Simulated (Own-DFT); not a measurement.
# How strain changes the stress of wurtzite AlGaN with randomly placed atoms, 72 atoms (Al27Ga9N36)

Calculated results; nothing here was measured. The program, named Own-DFT, is a retired in-house plane-wave density functional code that no person has reviewed. Each row is one single-point run on a periodic cell that was not relaxed, without spin or spin-orbit coupling.

Settings of every run: PBE; PseudoDojo norm-conserving scalar-relativistic files (stringent for Ga); cutoff 96 hartree; 4 x 4 x 3 k mesh centred on Gamma; Gaussian smearing of 0.01 eV.

Known limits: forces on such cells passed a denser k mesh, each cell not checked; stress not checked against mesh or cutoff.

Unstrained cell vectors in Å: (9.394, 0.000, 0.000); (-4.697, 8.135, 0.000); (0.000, 0.000, 10.066). The unstrained cell has measured lattice constants (interpolated for alloys), not those of this functional. That, the random moves and any unrelaxed bonds set the pressure at no strain. Each run strains this cell uniformly, with the atoms carried along. Every atom was also moved at random, by a Gaussian of width 0.05 Å on each axis. The random placing of the alloy's atoms differs from row to row. Strain is the symmetric tensor, in per cent. Stress is positive in tension, and the pressure is minus a third of its trace.

```
run,e_xx (%),e_yy (%),e_zz (%),s_xx (GPa),s_yy (GPa),s_zz (GPa),P (GPa),E (meV/atom)
1,-2.75,-2.75,0.00,-24.69,-25.88,-10.38,20.32,69.9
2,2.50,2.50,0.00,4.70,7.70,-2.06,-3.45,8.2
3,-0.25,-0.25,0.00,-5.23,-7.62,-9.11,7.32,10.0
4,-0.50,-0.50,0.00,-10.90,-8.46,-6.65,8.67,16.9
5,1.75,1.75,0.00,4.10,2.84,-6.04,-0.30,8.4
6,2.00,2.00,0.00,5.32,4.25,-4.90,-1.56,0.8
7,3.00,3.00,0.00,8.76,8.62,-3.42,-4.65,14.5
8,1.00,1.00,0.00,-0.72,-0.46,-5.06,2.08,0.0
9,-1.50,-1.50,0.00,?,?,?,?,?
```

E is the free energy for each atom above the lowest run shown.

## Worked fit

The change of volume is close to e_xx + e_yy + e_zz. A straight line through the runs shown gives P = 7.27 - 215 x (fractional change of volume) GPa, with an error of 10 on the slope and a scatter of 0.97 GPa. The strain isn't the same on all axes and the cell isn't cubic, so the slope belongs to this path and is not the bulk modulus.

## Withheld run

Question: what pressure should run 9 give? Its volume changes by -2.98 %.

The line gives 13.7 GPa. The calculation gave 12.68 GPa.
